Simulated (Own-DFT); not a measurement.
# One host, several defects: wurtzite GaN

Everything here is calculated. The program is Own-DFT (plane waves, in-house, since retired, never reviewed by a person); positions were held fixed, and spin and spin-orbit coupling were off.

Settings: PBE; PseudoDojo norm-conserving scalar-relativistic files; cutoff 42 hartree; 4 x 4 x 3 k mesh centred on Gamma; Fermi-Dirac smearing of 0.1 eV.

Caveats (not all hold for every row): not probed for a lower state with spin; forces not confirmed at this smearing and k mesh; stress not checked against mesh or cutoff.

All runs share one cell, with vectors in Å (9.567, 0.000, 0.000); (-4.784, 8.285, 0.000); (0.000, 0.000, 10.370) and a volume of 822.0 Å³. Atoms were moved at random from their sites; u is the rms move along one axis. The defect's site can differ from row to row.

| cell | formula | u (Å) | P (GPa) |
|---|---|---|---|
| no defect | Ga36N36 | 0.0201 | 5.91 |
| no defect | Ga36N36 | 0.0202 | 5.91 |
| no defect | Ga36N36 | 0.0506 | 7.78 |
| one Ga on an N site | Ga37N35 | 0.0272 | 11.80 |
| one Ga on an N site | Ga37N35 | 0.0301 | 12.04 |
| one Ga on an N site | Ga37N35 | 0.0494 | 13.53 |
| one Ga on an N site | Ga37N35 | 0.0519 | ? |
| one N on a Ga site | Ga35N37 | 0.0313 | 5.61 |
| one N on a Ga site | Ga35N37 | 0.0511 | 6.91 |
| one N on a Ga site | Ga35N37 | 0.0524 | 6.75 |

## Analysis

P = P0 + c u² + a shift for each defect gives P0 = 5.57 GPa, c = 858 ± 58 GPa/Å² and a scatter of 0.15 GPa. The shifts, and each times the cell's volume:

- one Ga on an N site: 5.72 ± 0.12 GPa, 29.3 eV
- one N on a Ga site: -0.96 ± 0.14 GPa, -4.9 eV

Positive is outwards. The product with the volume (160.2 GPa Å³ to the eV) is nearly free of the cell's size; divided by the bulk modulus at the cell's pressure it gives the volume that the defect adds. The atoms around the defects weren't relaxed, which would change these numbers.

## Test on the hidden row

Asked: what pressure belongs in the blank (one Ga on an N site, u = 0.0519 Å)?

Estimate: 13.60 ± 0.19 GPa. The run itself gave 13.64 GPa.
